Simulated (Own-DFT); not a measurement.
Simulation results for SiC (4H silicon carbide, atoms displaced)

Computed with Own-DFT development build. A calculation, not a measurement: plane-wave PBE density functional theory by an unreviewed code, no spin, of a simulated periodic cell, stress positive in tension, free energy of the whole cell less one offset for each atom, forces on such cells passed a denser k mesh, this cell's mesh not checked; offsets are fitted by least squares, one for each functional and potential file, so energies compare only between cells with the same atoms and settings and are not formation energies; the far tail of each file's local potential was reset to the Coulomb form; each entry is a single point on an unrelaxed cell, so the pressure reflects the starting lattice, mostly measured values (interpolated for alloys), from which strain is counted, and rises with the displacements; printed positions are rounded, which can move forces by about a meV/angstrom; the program, named Own-DFT, is a retired in-house code; no spin-orbit coupling; before rounding, a Quantum ESPRESSO 7.3.1 run of the same cell and cutoff gave forces within 1 meV/angstrom rms on each cell, which checks the program and not the settings.

### SiC (4H silicon carbide, atoms displaced)

```xyz
32
Lattice="6.1654 0.0000 0.0000 -3.0827 5.3394 0.0000 0.0000 0.0000 10.0681" Properties=species:S:1:pos:R:3 SiC
Si     3.0116     5.3321     4.1430
Si     0.1066     1.9321     1.5883
C     -0.0186     0.1868     1.0136
C     -0.1675     1.6932     3.2983
Si    -1.4621     2.7230     4.1235
Si    -1.7755     4.4156     1.6591
C     -1.4011     2.4578     0.9654
C     -1.5459     4.4781     3.5905
Si     0.0646     5.2852     3.9623
Si     3.1146     1.6983     1.6980
C     -0.1106     5.2917     1.0529
C      3.0422     1.8242     3.4608
Si     1.3900     2.6630     4.1166
Si     1.6909     4.3690     1.4214
C      1.6683     2.8146     1.1116
C      1.5769     4.3833     3.4248
Si     0.1600     0.0786     9.2076
Si     2.9716     3.7695     6.5367
C     -0.0170     0.0574     6.0934
C      3.1469     3.7426     8.5786
Si    -1.4562     2.6620     9.1188
Si     4.7022     0.9154     6.7125
C     -1.3998     2.7341     5.8014
C      4.7626     0.8377     8.5820
Si     3.1422     0.0943     9.2719
Si     0.0411     3.6038     6.7774
C      0.0238     5.1845     5.9557
C     -0.0453     3.7754     8.7465
Si     1.5184     2.6001     9.1348
Si     1.4404     0.8428     6.7117
C      1.6540     2.5849     5.9455
C      1.6055     0.8900     8.4720
```

Here we set functional PBE, potential files PseudoDojo norm-conserving, scalar-relativistic, standard set, wave cutoff 42 hartree, occupations Fermi-Dirac, smearing width 0.1 eV and k mesh 5 x 5 x 3 centred on Gamma.

Results for SiC (4H silicon carbide, atoms displaced): free energy of cell above offsets 4.168 eV; pressure 8.57 GPa; stress xx -3.08 GPa; stress yy -13.51 GPa; stress zz -9.12 GPa; stress yz -0.26 GPa; stress xz -1.22 GPa; stress xy 0.5 GPa.

Force:
```tsv
element	x (eV/Å)	y (eV/Å)	z (eV/Å)
Si	0.883	0.197	-0.663
Si	1.01	-1.387	0.052
C	1.113	-2.148	-1.7
C	2.136	0.985	4.746
Si	-2.448	-1.119	-3.799
Si	3.926	-0.658	-0.003
C	-4.982	3.893	-1.303
C	-1.053	0.13	-1.88
Si	-0.683	1.78	2.228
Si	1.078	0.468	-1.647
C	0.779	0.002	-0.343
C	0.329	-0.547	2.52
Si	1.76	-1.367	-1.2
Si	-2.82	9.08	4.154
C	-0.001	-9.171	-4.497
C	-0.151	0.283	-0.132
Si	-1.588	-0.5	0.809
Si	2.415	-6.189	2.234
C	-0.52	2.04	-3.228
C	-0.662	-4.112	-1.359
Si	-1.695	0.744	1.529
Si	-3.314	1.059	-1.854
C	-1.044	-0.772	7.829
C	-1.157	1.978	-0.493
Si	0.182	1.244	0.41
Si	-0.231	-1.276	-1.802
C	0.375	3.569	0.632
C	1.695	-4.932	-3.296
Si	1.417	3.925	0.979
Si	4.6	0.836	-3.327
C	-1.929	0.875	2.163
C	0.579	1.09	2.24
```
